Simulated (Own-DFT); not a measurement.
# Biaxial strain at fixed height in wurtzite AlGaN with randomly placed atoms, 72 atoms (Al9Ga27N36)

Everything here is calculated. The program is Own-DFT (plane waves, in-house, since retired, never reviewed by a person); positions were held fixed, and spin and spin-orbit coupling were off.

Common settings: PBE; PseudoDojo norm-conserving scalar-relativistic files (stringent for Ga); cutoff 96 hartree; 4 x 4 x 3 k mesh centred on Gamma; Gaussian smearing of 0.01 eV.

Known weak points: forces on such cells passed a denser k mesh, each cell not checked; stress not checked against mesh or cutoff.

Unstrained cell vectors in Å: (9.509, 0.000, 0.000); (-4.755, 8.235, 0.000); (0.000, 0.000, 10.268). The unstrained cell has measured lattice constants (interpolated for alloys), not those of this functional. That, the random moves and any unrelaxed bonds set the pressure at no strain. Each run strains x and y alike by e, as a substrate would, and holds the height along z. Each coordinate of each atom was shifted by a normal deviate of width 0.05 Å. The random placing of the alloy's atoms differs from row to row. Stress is positive in tension.

```
e (%),u (Å),(s_xx + s_yy)/2 (GPa),s_zz (GPa)
-3.00,0.047,-24.79,-13.31
-2.75,0.052,-24.95,-12.15
-2.50,0.050,-23.33,-10.59
-2.25,0.050,-21.25,-11.29
-1.50,0.048,-15.70,-8.90
-0.75,0.049,?,?
0.25,0.051,-4.92,-7.39
1.75,0.052,2.17,-6.83
2.00,0.055,2.99,-4.95
2.25,0.047,4.72,-5.44
```

## Fit

With e as a fraction, the in-plane stress is -6.8 + 564 e - 2604 e² GPa (errors 14 and 1159, scatter 0.75), and s_zz is -8.1 + 132 e GPa (slope ± 14, scatter 0.88). At e = 0 the first slope is C11 + C12 and the second 2 C13, both with the ions held to the strained lattice and at the cell's own pressure. A free layer would change its height as e changes, and the in-plane slope would drop by 2 C13²/C33 to the biaxial modulus. At fixed height, a misfit of 1 % moves the in-plane stress by about 5.6 GPa and s_zz by 1.3 GPa.

## The run left out

Question: what are the two stresses at e = -0.75 %?

From the fit: -11.2 and -9.1 GPa. Computed: -10.97 and -8.39 GPa.
